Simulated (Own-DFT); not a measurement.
## Calculated data, SiC (4H silicon carbide, atoms displaced)

A calculation, not a measurement: plane-wave PBE density functional theory by an unreviewed code, no spin, of a simulated periodic cell, stress positive in tension, free energy of the whole cell less one offset for each atom, forces on such cells passed a denser k mesh, this cell's mesh not checked; offsets are fitted by least squares, one for each functional and potential file, so energies compare only between cells with the same atoms and settings and are not formation energies; the far tail of each file's local potential was reset to the Coulomb form; each entry is a single point on an unrelaxed cell, so the pressure reflects the starting lattice, mostly measured values (interpolated for alloys), from which strain is counted, and rises with the displacements; printed positions are rounded, which can move forces by about a meV/angstrom; the program, named Own-DFT, is a retired in-house code; no spin-orbit coupling. Program: Own-DFT development build.

Common to all runs: functional PBE; potential files PseudoDojo norm-conserving, scalar-relativistic, standard set; wave cutoff 42 hartree; occupations Fermi-Dirac; smearing width 0.1 eV; hardware one NVIDIA H200; k mesh 3 x 3 x 3 centred on Gamma.

(1) SiC (4H silicon carbide, atoms displaced)

```xyz
128
Lattice="12.3308 0.0000 0.0000 -6.1654 10.6788 0.0000 0.0000 0.0000 10.0681" Properties=species:S:1:pos:R:3 SiC
Si     6.0063    10.5715     4.0476
Si    -0.0800     1.7880     1.5078
C      6.1573    10.5559     1.1198
C      0.0993     1.7981     3.4296
Si    -1.5642     2.8636     4.0757
Si    -1.7138     4.3798     1.4106
C     -1.4002     2.7735     1.0026
C     -1.6553     4.3568     3.2922
Si    -3.0608     5.4163     4.1407
Si    -3.0895     7.1429     1.4543
C     -2.9869     5.3637     0.9978
C     -3.2195     7.0623     3.2900
Si     7.6783     8.0320     4.1460
Si    -4.6856     9.9106     1.6102
C      7.6095     7.9127     0.8414
C     -4.8522     9.7799     3.4732
Si     3.0641     0.1840     3.9423
Si     3.3701     1.7355     1.7429
C     -3.1088    10.6414     0.8475
C      3.2020     1.9108     3.3886
Si     1.6344     2.6373     4.0649
Si     1.7456     4.3845     1.5046
C      1.4808     2.5774     0.9328
C      1.4147     4.2889     3.4016
Si    -0.0518     5.5368     4.1540
Si     0.0780     6.9779     1.5171
C     -0.1380     5.1953     1.1361
C     -0.0468     7.0184     3.5975
Si    -1.4690     8.1674     4.1295
Si    -1.4501     9.7191     1.4873
C     -1.6977     7.9149     0.9202
C     -1.6270     9.7320     3.4285
Si     6.0647     0.0951     4.0410
Si     6.0629     1.6812     1.6024
C      0.2810    10.6495     0.9666
C      6.1208     1.8012     3.4787
Si     4.5719     2.6428     4.0801
Si     4.5719     4.3754     1.5887
C      4.4823     2.5882     1.0011
C      4.7760     4.3925     3.4181
Si     3.2776     5.4653     4.0380
Si     2.9232     7.1103     1.4648
C      3.0813     5.3037     0.9143
C      3.0175     7.1098     3.4530
Si     1.5727     7.9395     4.1546
Si     1.5846     9.9200     1.4643
C      1.6239     8.0625     0.9976
C      1.4660     9.7609     3.4391
Si     3.0422    10.6712     4.1356
Si     9.1858     1.8016     1.6607
C      9.3045     0.0051     0.9954
C      9.1651     1.7572     3.4529
Si     7.7553     2.7682     4.2229
Si     7.8824     4.4616     1.6033
C      7.8095     2.6187     1.0207
C      7.5285     4.5232     3.4928
Si     6.3075     5.3985     4.0411
Si     6.1908     7.1786     1.6847
C      6.0270     5.5184     0.9348
C      6.0899     7.0801     3.5217
Si     4.6863     8.1456     4.0648
Si     4.7105     9.8065     1.5298
C      4.7949     7.9770     1.0423
C      4.4153     9.8933     3.5688
Si     0.0049     0.0240     9.1730
Si     6.2201     8.9265     6.5880
C     -6.0271    10.5937     6.0567
C      6.1319     9.0667     8.6153
Si    -4.6033     8.0029     9.2393
Si     7.3887     6.3100     6.4854
C      7.6734     8.0359     6.0317
C      7.4201     6.2062     8.4196
Si     9.0637     5.3077     9.1884
Si     9.1762     3.6810     6.4786
C     -3.0685     5.5867     6.0461
C      9.2857     3.4713     8.3374
Si    -1.4803     2.6812     9.0965
Si    10.8923     0.9007     6.5703
C     10.7726     2.6718     5.9580
C     11.1153     0.9539     8.4799
Si     9.3599     0.0141     8.9393
Si     3.1207     8.7254     6.6609
C      9.1720     0.2100     5.9672
C      3.0546     8.9336     8.4590
Si     4.5557     7.8260     9.1784
Si     4.6165     6.2119     6.6706
C      4.3264     8.1527     5.8681
C      4.7363     6.0984     8.5325
Si     6.0478     5.2434     8.9440
Si     6.0826     3.4777     6.4748
C      6.3425     5.2899     5.9074
C      6.1870     3.6714     8.4415
Si     7.6190     2.5395     9.0330
Si     7.7575     0.8043     6.8974
C      7.5729     2.5787     6.0423
C      7.7742     0.8811     8.6574
Si     6.1325     0.0666     9.2364
Si     0.1663     8.9130     6.4610
C     -0.1553    10.5931     5.9771
C     -0.0485     8.9653     8.3681
Si     1.4730     7.9034     9.0197
Si     1.5849     6.0790     6.6611
C      1.5255     7.8859     5.8820
C      1.5311     6.4058     8.3234
Si     3.1282     5.3547     8.9870
Si     3.1684     3.4951     6.7873
C      2.9515     5.3094     5.9753
C      3.0428     3.6308     8.4445
Si     4.9098     2.6949     9.0204
Si     4.6376     0.7863     6.6920
C      4.7705     2.5418     6.0406
C      4.4372     0.7832     8.5244
Si    -2.9985    10.5273     9.1301
Si    -3.0553     8.9936     6.6716
C      2.9711     0.0283     6.0704
C     -3.1331     9.1371     8.4459
Si    -1.7725     7.8288     9.2340
Si    -1.6388     6.2945     6.6297
C     -1.6506     8.0525     6.0995
C     -1.6331     6.2128     8.2274
Si    -0.0124     5.4079     9.1196
Si     0.0375     3.5424     6.5644
C      0.1537     5.2522     5.9479
C     -0.0011     3.7139     8.5064
Si     1.5118     2.7455     9.0387
Si     1.4347     0.8324     6.4511
C      1.4647     2.7690     5.9896
C      1.3505     0.8503     8.4186
```

The calculation gives: free energy of cell above offsets 31.735 eV; pressure 12.96 GPa; stress xx -13.07 GPa; stress yy -14.73 GPa; stress zz -11.09 GPa; stress yz -0.13 GPa; stress xz 1.45 GPa; stress xy 1.6 GPa; wall time 579.3 s.

Force:
```csv
element,x (eV/Å),y (eV/Å),z (eV/Å)
Si,0.853,4.46,1.627
Si,3.523,-1.014,2.885
C,-0.044,5.204,-4.185
C,-2.191,-1.376,0.728
Si,1.263,-5.822,0.591
Si,4.734,0.571,4.327
C,-4.624,-3.836,-3.568
C,-0.552,5.199,1.614
Si,-0.464,-0.486,-1.314
Si,-4.096,-1.348,3.395
C,-4.217,1.693,-3.427
C,1.128,1.877,2.591
Si,0.735,-0.455,-1.318
Si,3.003,-3.393,0.254
C,2.609,1.712,4.851
C,3.926,-0.348,-0.765
Si,-1.099,-4.032,2.887
Si,-9.666,-4.186,-5.06
C,1.924,0.323,3.65
C,-2.857,-2.13,3.858
Si,-2.851,1.365,0.628
Si,-6.236,-2.749,2.387
C,2.679,0.845,-1.173
C,2.256,3.942,-0.273
Si,1.004,-11.01,0.653
Si,-1.683,0.93,1.86
C,3.899,2.503,-3.882
C,0.33,9.244,-4.34
Si,-2.034,-4.899,1.424
Si,-1.488,-0.255,0.719
C,5.734,2.143,0.322
C,0.375,4.156,-1.801
Si,1.664,-2.199,1.176
Si,2.797,2.467,0.76
C,-10.95,3.585,-2.615
C,0.158,0.477,-0.249
Si,4.424,2.292,2.111
Si,2.269,1.939,-0.569
C,8.382,4.261,-5.337
C,-1.824,1.226,1.897
Si,-2.605,-3.673,0.845
Si,6.143,-1.542,3.559
C,1.137,1.714,-2.324
C,1.859,1.405,-1.641
Si,-1.098,1.112,-3.301
Si,7.127,-6.062,5.244
C,-4.706,0.57,-3.364
C,0.034,0.355,0.472
Si,-4.888,2.404,0.552
Si,3.47,-1.651,-0.891
C,1.38,0.771,-2.209
C,0.967,1.394,1.963
Si,-1.535,-1.786,-2.278
Si,-4.48,-0.314,0.27
C,-4.221,2.063,-2.682
C,8.702,-4.177,-1.902
Si,-6.911,0.961,1.859
Si,0.429,-2.235,-1.019
C,1.517,-4.507,-0.856
C,1.232,2.916,0.397
Si,-3.475,-1.968,-0.295
Si,-4.702,-2.03,1.778
C,-5.492,1.357,-1.725
C,4.638,-3.055,-3.009
Si,2.173,-1.196,2.499
Si,-2.485,-0.28,2.938
C,-6.763,-0.448,-4.726
C,-0.311,-6.052,-2.239
Si,-2.815,1.221,-5.871
Si,9.75,3.7,5.358
C,0.348,0.193,-1.215
C,4.268,1.665,0.148
Si,0.808,-0.692,-3.556
Si,0.821,-0.88,1.328
C,-4.214,-3.916,-2.994
C,-1.72,0.732,2.764
Si,-0.096,0.962,0.175
Si,-0.646,0.01,0.149
C,0.203,1.247,-0.383
C,-7.139,1.521,-1.415
Si,1.747,0.305,3.573
Si,-8.495,5.502,2.256
C,2,-2.936,1.882
C,0.397,-2.575,1.195
Si,2.586,4.132,0.765
Si,-1.161,0.316,-2.77
C,11.58,-5.39,-2.364
C,-6.746,4.048,-2.929
Si,4.95,2.509,7.312
Si,4.028,3.071,1.8
C,-8.81,-4.637,-2.526
C,1.915,-5.477,-2.337
Si,3.625,5.249,2.457
Si,-2.066,1.15,-5.605
C,2.174,0.959,0.28
C,-1.746,-2.258,-0.79
Si,0.227,-2.875,-2.759
Si,-3.673,-1.483,2.509
C,3.1,1.451,-0.781
C,0.716,-0.995,2.733
Si,-0.524,7.511,2.371
Si,-2.62,2.706,-4.083
C,1.292,0.381,3.469
C,0.796,-6.032,3.847
Si,-1.64,-0.093,2.052
Si,-1.554,0.019,-6.98
C,6.251,-1.782,-0.494
C,1.657,-0.845,4.308
Si,-7.58,-2.64,2.655
Si,-1.849,0.111,-0.896
C,-5.83,-0.548,-1.404
C,6.664,4.534,-0.198
Si,-5.053,8.764,3.697
Si,-1.559,-0.953,-1.321
C,2.698,0.783,-3.156
C,-0.763,-12.29,-0.705
Si,2.484,2.512,-5.405
Si,3.677,1.044,-6.285
C,2.754,0.388,-3.045
C,-0.23,-0.327,11.97
Si,-1.109,0.413,0.347
Si,-2.84,1.407,1.075
C,-3.542,1.529,0.512
C,0.308,-1.521,-1.044
Si,-0.254,-2.824,1.787
Si,3.528,4.721,4.323
C,4.417,-4.016,-1.101
C,4.571,2.291,0.075
```

(2) SiC (4H silicon carbide, atoms displaced)

```xyz
128
Lattice="12.3308 0.0000 0.0000 -6.1654 10.6788 0.0000 0.0000 0.0000 10.0681" Properties=species:S:1:pos:R:3 SiC
Si    12.2083     0.0298     4.1759
Si    -0.0502     1.7211     1.5184
C      0.0555     0.2492     0.9625
C     -0.0067     1.8885     3.2288
Si    10.6356     2.7066     4.0213
Si    -1.6280     4.5590     1.5219
C     10.7846     2.6369     1.0323
C     -1.4357     4.6996     3.5198
Si    -3.1373     5.4351     4.1116
Si    -3.2990     7.2124     1.6264
C      9.1554     5.3335     1.2464
C     -3.0608     7.0526     3.4928
Si    -4.6155     8.0114     4.1320
Si    -4.5932     9.7456     1.6157
C     -4.5058     7.9040     0.9908
C     -4.6523     9.8427     3.4188
Si     2.9844     0.0165     3.9831
Si     3.1300     1.6918     1.6608
C      3.1809     0.0067     0.9463
C      3.1648     1.9787     3.5451
Si     1.5246     2.6940     4.0003
Si     1.7107     4.5469     1.6899
C      1.5833     2.7703     1.1304
C      1.5574     4.4229     3.5393
Si     0.0941     5.2457     4.1304
Si     0.0487     7.1578     1.6803
C     -0.0188     5.5716     1.0746
C     -0.1277     7.1866     3.3789
Si    -1.6209     7.9112     4.1380
Si    -1.4552     9.7750     1.6103
C     -1.5278     8.0894     0.8739
C     -1.6702     9.7547     3.5003
Si     6.1263     0.0399     4.2387
Si     6.1616     1.7049     1.5316
C      6.2685     0.0692     0.8868
C      6.1849     1.7514     3.4615
Si     4.3705     2.8737     4.1857
Si     4.5416     4.3726     1.6569
C      4.5430     2.4933     0.7635
C      4.5264     4.4483     3.5356
Si     3.1726     5.3684     4.1067
Si     3.1032     7.1067     1.7255
C      3.0043     5.5987     0.8419
C      3.1031     6.9796     3.5772
Si     1.5412     7.8903     4.0722
Si     1.4838     9.9617     1.5810
C      1.6078     8.1200     0.9667
C      1.3762     9.8132     3.4112
Si     9.3912     0.0128     4.1293
Si     9.1945     1.8261     1.6502
C      9.3239     0.0904     0.7483
C      9.1950     1.6294     3.5316
Si     7.7226     2.7891     4.0317
Si     7.7469     4.5326     1.6928
C      7.7341     2.9045     0.9886
C      7.6297     4.5908     3.6063
Si     6.0657     5.3336     4.1562
Si     6.1198     7.0627     1.5852
C      6.1878     5.2702     0.9289
C      6.0216     7.1071     3.4550
Si     4.6907     8.1917     4.1427
Si     4.5868     9.6078     1.5298
C      4.6931     7.9935     0.9026
C      4.6772     9.8621     3.5870
Si    -5.9655    10.6104     9.2424
Si     6.0464     8.6165     6.5926
C      0.0519     0.0650     6.0877
C      6.2986     8.8143     8.6257
Si    -4.5300     7.8992     9.0942
Si     7.7342     6.1453     6.5536
C      7.7506     7.9275     5.8732
C      7.6095     5.9964     8.5072
Si     9.1368     5.4514     9.2174
Si     9.1909     3.5693     6.7660
C      9.2087     5.3827     5.7861
C      9.3283     3.5671     8.7348
Si    10.6682     2.7659     9.3758
Si    10.6779     0.9864     6.4006
C     -1.4948     2.7469     6.0642
C     10.9055     1.0359     8.3766
Si     9.2630     0.0035     9.2895
Si     3.1367     8.9851     6.7502
C      2.9603    10.6585     5.8782
C      3.0770     8.9700     8.7139
Si     4.6381     8.0055     9.1868
Si     4.7715     6.3387     6.5016
C      4.6272     8.0820     6.0683
C      4.5342     6.3331     8.5802
Si     5.9475     5.0839     9.0655
Si     5.9776     3.5208     6.5290
C      6.0515     5.3262     5.9718
C      6.1402     3.6649     8.4691
Si     7.5902     2.6814     9.0810
Si     7.9419     0.9507     6.6388
C      7.6384     2.5722     5.7707
C      7.8566     0.9133     8.4444
Si    -0.0218    10.4283     8.9999
Si     0.0117     8.9267     6.5167
C      0.0647    10.6609     5.9450
C      0.0721     8.9690     8.5448
Si     1.6999     7.9449     9.2251
Si     1.6204     6.2564     6.7523
C      1.4546     7.9476     6.0086
C      1.5591     6.1440     8.4164
Si     3.1597     5.4100     9.0920
Si     3.0821     3.4847     6.6656
C      3.1345     5.4430     5.9856
C      3.0424     3.7232     8.5454
Si     4.5846     2.5911     9.2302
Si     4.7439     0.8908     6.6773
C      4.6785     2.5482     6.0454
C      4.5870     0.9795     8.3810
Si    -3.1058    10.6260     8.9825
Si    -3.2774     8.8240     6.4524
C     -3.1924    10.4981     6.0512
C     -3.1568     9.1383     8.5353
Si    -1.5776     7.7397     8.9975
Si    -1.5921     6.2744     6.5698
C     -1.4643     8.0209     5.9439
C     -1.5713     6.2215     8.5175
Si    -0.0165     5.3423     9.2230
Si    -0.0353     3.6716     6.6321
C      0.0192     5.4082     6.0331
C     -0.0447     3.4400     8.4949
Si     1.4472     2.5385     9.3535
Si     1.6277     1.0395     6.6207
C      1.5282     2.7007     5.9252
C      1.4729     0.9889     8.6220
```

It finds free energy of cell above offsets 25.641 eV; pressure 11.71 GPa; stress xx -7.29 GPa; stress yy -15.32 GPa; stress zz -12.51 GPa; stress yz -2.5 GPa; stress xz -0.95 GPa; stress xy 0.88 GPa; wall time 567.6 s.

Force:
```csv
element,x (eV/Å),y (eV/Å),z (eV/Å)
Si,5.431,2.957,0.337
Si,0.951,8.404,1.849
C,0.458,-12.06,-2.16
C,-1.115,-1.251,6.624
Si,3.362,1.674,0.871
Si,3.618,-0.698,3.13
C,-1.021,2.187,1.831
C,-4.636,-4.184,-1.764
Si,1.864,-2.312,-3.433
Si,12.66,-5.454,4.343
C,1.88,3.886,-4.709
C,-2.722,3.392,-0.608
Si,-0.243,-0.055,-3.703
Si,0.503,1.617,-1.888
C,-10.98,5.694,-4.52
C,-1.994,-1.412,1.303
Si,1.941,0.758,2.9
Si,-1.057,1.463,-1.065
C,-1.346,-1.126,-0.039
C,-4.989,-5.575,-2.827
Si,-1.02,-1.034,0.955
Si,-3.344,-0.054,-1.592
C,-0.037,-1.396,-1.282
C,2.271,1.913,-0.725
Si,-0.615,3.581,1.025
Si,-1.136,4.111,-3.307
C,0.365,-5.832,-2.985
C,2.661,-1.56,4.563
Si,1.289,2.442,-1.402
Si,-0.747,0.32,-0.703
C,-0.465,-2.192,0.281
C,1.589,0.271,0.088
Si,-0.589,-0.208,-4.508
Si,0.251,3.095,1.406
C,-2.62,-1.118,-1.929
C,-1.14,1.823,-0.348
Si,7.135,-3.272,2.345
Si,1.168,0.598,-2.641
C,1.201,1.817,9.409
C,2.509,1.52,-1.942
Si,-3.647,-1.823,3.301
Si,-0.477,2.993,-1.308
C,1.501,-4.347,2.106
C,0.542,5.491,-1.776
Si,-1.831,2.247,0.411
Si,2.774,-2.779,-0.019
C,0.009,-0.91,2.015
C,3.217,-1.043,1.321
Si,-5.309,-1.937,-1.049
Si,0.482,-0.564,-1.564
C,-0.532,-0.129,14.82
C,0.208,4.512,-1.915
Si,-1.632,-2.558,-1.153
Si,-4.287,-0.995,0.626
C,-1.115,-4.782,-0.531
C,0.711,-1.413,-1.911
Si,0.165,0.867,-1.314
Si,1.2,-0.526,-0.778
C,-1.82,0.2,0.823
C,1.922,0.616,1.018
Si,-1.708,-3.78,0.389
Si,0.6,5.906,0.664
C,-0.678,-1.497,2.321
C,-1.935,-2.021,-3.716
Si,-4.257,1.2,-2.658
Si,8.526,7.533,3.807
C,-1.518,-1.304,-1.906
C,-2.051,-0.299,-1.392
Si,-0.381,0.68,0.777
Si,-0.672,-0.331,0.652
C,-4.942,-2.447,2.191
C,-0.253,3.175,-1.423
Si,1.571,-3.465,1.152
Si,1.098,-0.001,-1.834
C,0.698,-0.934,7.37
C,-5.303,3.064,-3.283
Si,4.544,-3.888,-4.697
Si,3.046,-1.229,4.59
C,-2.645,0.543,-2.986
C,-1.837,-2.489,2.344
Si,1.742,2.134,-12.84
Si,-2.484,-0.769,-0.193
C,4.136,-1.373,1.175
C,1.959,-1.23,-3.129
Si,0.929,1.489,-1.042
Si,-5.655,-1.538,3.402
C,-4.904,-1.775,-3.41
C,3.298,-1.177,-2.853
Si,0.9,11.59,4.871
Si,4.777,1.01,1.628
C,3.162,-0.847,-0.133
C,-0.114,-10.67,-3.988
Si,2.6,0.411,1.612
Si,-5.333,0.517,-0.588
C,0.568,2.279,5.455
C,-2.361,0.005,1.356
Si,0.007,12.96,4.014
Si,0.392,0.084,2.156
C,0.089,0.919,3.842
C,-0.097,-12.51,-4.553
Si,-3.209,0,-1.125
Si,-1.075,-0.212,-5.516
C,2.83,1.025,-0.341
C,-0.442,1.739,6.065
Si,-3.431,-0.562,0.094
Si,-0.119,2.232,0.34
C,0.896,-1.505,0.175
C,0.744,-4.274,0.21
Si,-0.955,2.136,-8.245
Si,-1.204,-3.154,-3.257
C,-4.337,1.552,-2.188
C,0.684,-2.38,3.6
Si,0.798,10.37,4.504
Si,5.303,1.397,4.04
C,1.293,5.418,-2.46
C,0.104,-14.08,-4.413
Si,1.053,12.19,4.668
Si,0.972,-0.952,-0.372
C,-3.013,-0.459,1.34
C,-1.004,-6.654,-2.654
Si,1.374,-1.165,-0.554
Si,1.104,-1.56,0.76
C,0.138,-0.232,-0.206
C,-0.028,2.572,2.89
Si,0.895,5.423,-1.102
Si,-2.012,-3.048,1.015
C,0.186,1.14,0
C,3.564,-2.735,-2.722
```
